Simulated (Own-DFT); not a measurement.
# Which defects push the lattice out? D0_22 TiAl3

No measurement is shown. These are fixed-geometry runs of a retired plane-wave code named Own-DFT, which no person has reviewed; spin and spin-orbit coupling are neglected.

Common settings: PBE; PseudoDojo norm-conserving scalar-relativistic files; cutoff 42 hartree; 4 x 4 x 4 k mesh centred on Gamma; cold (Marzari-Vanderbilt) smearing of 0.2 eV.

Keep in mind: forces on such cells failed a check on a denser k mesh; stress not checked against mesh or cutoff.

All runs share one cell, with vectors in Å (-2.365, -6.981, 4.326); (-7.667, 3.491, 1.442); (-2.950, -3.488, -7.241) and a volume of 625.4 Å³. The atoms are randomly displaced, by u rms on each axis. The defect's site can differ from row to row.

```
                     cell   formula   u (Å)  P (GPa)
                no defect  Al30Ti10  0.0204     1.99
                no defect  Al30Ti10  0.0206     1.98
                no defect  Al30Ti10  0.0495     2.58
           one Ti vacancy   Al30Ti9  0.0312     1.84
           one Ti vacancy   Al30Ti9  0.0518     2.35
           one Ti vacancy   Al30Ti9  0.0522     2.23
 two Al on a Ti site each   Al32Ti8  0.0277     2.89
 two Al on a Ti site each   Al32Ti8  0.0281     2.84
 two Al on a Ti site each   Al32Ti8  0.0520        ?
 two Al on a Ti site each   Al32Ti8  0.0541     3.55
         two Al vacancies  Al28Ti10  0.0275     1.21
         two Al vacancies  Al28Ti10  0.0285     1.08
         two Al vacancies  Al28Ti10  0.0536     1.64
two Ti on an Al site each  Al28Ti12  0.0271     3.30
two Ti on an Al site each  Al28Ti12  0.0283     3.32
two Ti on an Al site each  Al28Ti12  0.0525     3.97
```

## Working it out

P = P0 + c u² + a shift for each defect gives P0 = 1.86 GPa, c = 290 ± 18 GPa/Å² and a scatter of 0.06 GPa. The shifts, and each times the cell's volume:

- two Ti on an Al site each: 1.25 ± 0.05 GPa, 4.9 eV (2.4 eV for each of its 2 sites)
- two Al on a Ti site each: 0.80 ± 0.05 GPa, 3.1 eV (1.6 eV for each of its 2 sites)
- one Ti vacancy: -0.34 ± 0.06 GPa, -1.3 eV
- two Al vacancies: -0.98 ± 0.05 GPa, -3.8 eV (-1.9 eV for each of its 2 sites)

Positive is outwards. The product with the volume (160.2 GPa Å³ to the eV) is nearly free of the cell's size; divided by the bulk modulus at the cell's pressure it gives the volume that the defect adds. The atoms around the defects weren't relaxed, which would change these numbers.

## Test on the hidden row

The question: what pressure belongs in the blank (two Al on a Ti site each, u = 0.0520 Å)?

Estimate: 3.44 ± 0.08 GPa. The calculation gave 3.47 GPa.
